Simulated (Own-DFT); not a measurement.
# Cleaving wurtzite GaN, m plane (10-10)

Everything here is calculated. The program is Own-DFT (plane waves, in-house, since retired, never reviewed by a person); positions were held fixed, and spin and spin-orbit coupling were off.

Known weak points (not all hold for every row): k mesh not checked against a denser one; forces on such cells passed a denser k mesh, each cell not checked.

Both sets of runs: PBE; PseudoDojo norm-conserving scalar-relativistic files (stringent for Ga); cutoff 96 hartree; Gaussian smearing of 0.01 eV. The slab has 64 atoms in 16 layers, two equal faces of 33.07 Å² as cut, 15 Å of vacuum, a dipole correction along the normal and a 6 x 6 x 1 mesh. The bulk cell has 96 atoms, the same measured lattice constants and a 3 x 4 x 3 mesh. In the slab only the 16 atoms nearest the faces were moved at random; u is their rms move along one axis. Energies are counted from -3520.29 eV for each atom.

```
slab run,u (Å),E (eV, cell)
1,0.0392,8.546
2,0.0478,8.379
3,0.0607,9.403
4,0.0908,11.785
5,0.0908,12.376
6,0.0916,9.873
7,0.0942,11.996
8,0.0972,10.478
9,0.1008,11.079
10,0.1035,11.103
11,0.1078,11.760
12,0.1085,12.185
```

```
bulk run   u (Å)  E (meV/atom)
       1  0.0192          1.68
       2  0.0195          2.43
       3  0.0197          0.84
       4  0.0207          2.54
       5  0.0208          3.50
       6  0.0474         47.15
       7  0.0487         61.99
       8  0.0509         61.93
       9  0.0527         78.23
      10  0.0538         69.30
```

Asked: what is the energy of the unrelaxed surface?

## Working it out

Take each set to u = 0 with E = a + b u². Rows are weighted down as u grows, with residuals divided by u² + 0.0006 Å². Slab: a = 7.88 ± 0.21 eV. Bulk: a = -9.1 ± 0.9 meV/atom. The excess is 7.88 - 64 x (-0.0091) = 8.46 ± 0.22 eV. Over two faces that is 128 meV/Å², or 2.05 ± 0.05 J/m². Relaxing the faces would lower the energy, and the unlike meshes and the reach from the smallest u down to zero add errors that aren't counted here.
